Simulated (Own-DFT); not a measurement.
# Response to strain: hcp Ru, 36 atoms (Ru36)

These are calculations, not measurements. The program, named Own-DFT, is a retired in-house plane-wave density functional code that no person has reviewed. Each row is one single-point run on a periodic cell that was not relaxed, without spin or spin-orbit coupling.

Settings of every run: PBE; PseudoDojo norm-conserving scalar-relativistic files; cutoff 50 hartree; 5 x 5 x 4 k mesh centred on Gamma; cold (Marzari-Vanderbilt) smearing of 0.2 eV.

Known limits: forces on such cells failed a check on a denser k mesh; stress not checked against mesh or cutoff.

Unstrained cell vectors in Å: (8.118, 0.000, 0.000); (-4.059, 7.030, 0.000); (0.000, 0.000, 8.563). The unstrained cell has measured lattice constants (interpolated for alloys), not those of this functional. That, the random moves and any unrelaxed bonds set the pressure at no strain. Each run strains this cell uniformly, with the atoms carried along. Every atom was also moved at random, by a Gaussian of width 0.05 Å on each axis. Strain is the symmetric tensor, in per cent. Stress is positive in tension, and the pressure is minus a third of its trace.

| run | e_xx (%) | e_yy (%) | e_zz (%) | e_yz (%) | e_xz (%) | e_xy (%) | s_xx (GPa) | s_yy (GPa) | s_zz (GPa) | s_yz (GPa) | s_xz (GPa) | s_xy (GPa) | P (GPa) | E (meV/atom) |
|---|---|---|---|---|---|---|---|---|---|---|---|---|---|---|
| 1 | -0.10 | 1.86 | -1.13 | 1.24 | 0.12 | 0.30 | -7.44 | 0.71 | -12.60 | 4.09 | 0.54 | 0.98 | 6.45 | 12.0 |
| 2 | -1.60 | -0.96 | -1.84 | 1.54 | 1.58 | 0.15 | -25.53 | -21.88 | -28.91 | 7.60 | 7.19 | -0.74 | 25.44 | 80.5 |
| 3 | 1.73 | -0.06 | 1.88 | 1.85 | 0.53 | -1.09 | 5.16 | -2.69 | 5.71 | 6.25 | 1.84 | -3.99 | -2.73 | 17.5 |
| 4 | 0.67 | -1.99 | -0.32 | 0.45 | -1.11 | 1.71 | -9.24 | -20.04 | -13.11 | 1.89 | -4.56 | 8.08 | 14.13 | 33.2 |
| 5 | 1.82 | 0.10 | -1.09 | 1.61 | 1.61 | -1.50 | 0.22 | -6.91 | -12.05 | 6.25 | 6.24 | -6.36 | 6.25 | 23.9 |
| 6 | -0.79 | 1.95 | -0.46 | 0.69 | 1.42 | -0.13 | -10.22 | 1.47 | -8.85 | 2.60 | 5.68 | -1.11 | 5.87 | 8.2 |
| 7 | 1.79 | -1.84 | -0.26 | -0.96 | -1.96 | -1.42 | -1.73 | -17.29 | -10.60 | -4.29 | -6.96 | -6.28 | 9.87 | 29.6 |
| 8 | 0.42 | -1.94 | 0.87 | -1.01 | -0.03 | -0.93 | -7.72 | -18.55 | -4.44 | -3.99 | 0.01 | -4.17 | 10.24 | 18.9 |
| 9 | 0.77 | -0.76 | -0.46 | 1.01 | 1.77 | -0.64 | -5.69 | -11.53 | -11.94 | 3.92 | 7.01 | -2.50 | 9.72 | 13.5 |
| 10 | -1.60 | 1.60 | -1.34 | -0.52 | 0.29 | -1.29 | -17.52 | -3.87 | -16.44 | -1.99 | 1.64 | -5.09 | 12.61 | 15.1 |
| 11 | 0.30 | -1.27 | 0.28 | 1.67 | 0.09 | 1.54 | -8.57 | -14.73 | -7.83 | 6.33 | -0.05 | 6.69 | 10.38 | 16.4 |
| 12 | 1.68 | 1.01 | 1.71 | -1.85 | 1.29 | 0.52 | 6.76 | 4.25 | 7.08 | -6.02 | 4.29 | 1.85 | -6.03 | 0.0 |
| 13 | 1.68 | 1.54 | -1.47 | -1.03 | 1.50 | -1.93 | 0.83 | 0.58 | -12.04 | -3.35 | 5.98 | -6.99 | 3.55 | 25.5 |
| 14 | -0.31 | 0.02 | -0.40 | -1.20 | -1.41 | -0.14 | -10.10 | -9.71 | -11.60 | -4.72 | -5.63 | -0.38 | 10.47 | 14.7 |
| 15 | 1.57 | -0.70 | -1.36 | -1.82 | 1.84 | 0.65 | -2.50 | -11.58 | -15.62 | -7.66 | 7.32 | 3.34 | 9.90 | 13.0 |
| 16 | -0.65 | 1.66 | 0.65 | -1.96 | -0.84 | 0.87 | ? | ? | ? | ? | ? | ? | ? | ? |

E is the free energy for each atom above the lowest run shown.

## Worked fit

Each stress component was fitted by least squares to a constant and the strains of the runs shown, as fractions, with shears doubled. Shear strains stay in the fit of a normal stress only where such slopes are resolved. The slopes, in GPa:

```
stress  at no strain  per e_xx  per e_yy  per e_zz  scatter
  s_xx          -8.5  605 ± 19  198 ± 15  208 ± 20     0.76
  s_yy          -8.5  187 ± 16  618 ± 13  188 ± 17     0.67
  s_zz          -8.7  199 ± 30  201 ± 24  664 ± 32     1.24
```

Each shear stress against twice its own strain: yz 187 ± 8, xz 196 ± 3, xy 214 ± 9 GPa. These are stiffnesses along x, y and z of the frame in which the cell vectors are given, which need not be the crystal's axes. The atoms are held to the strained lattice; where symmetry lets them move under strain, relaxing them would lower some slopes. The table should be nearly symmetric about its diagonal, and what it lacks of that shows the noise. A ninth of its sum, 341 ± 9 GPa, estimates the bulk modulus near the mean pressure of these runs, 8.4 GPa, so it lies above the value at zero pressure.

## Withheld run

Question: what normal stresses and pressure should run 16 give?

The fit gives s_xx = -7.8, s_yy = 1.7, s_zz = -2.4 and P = 2.8 GPa. The calculation gave -7.61, 1.92, -2.42 and P = 2.71 GPa.
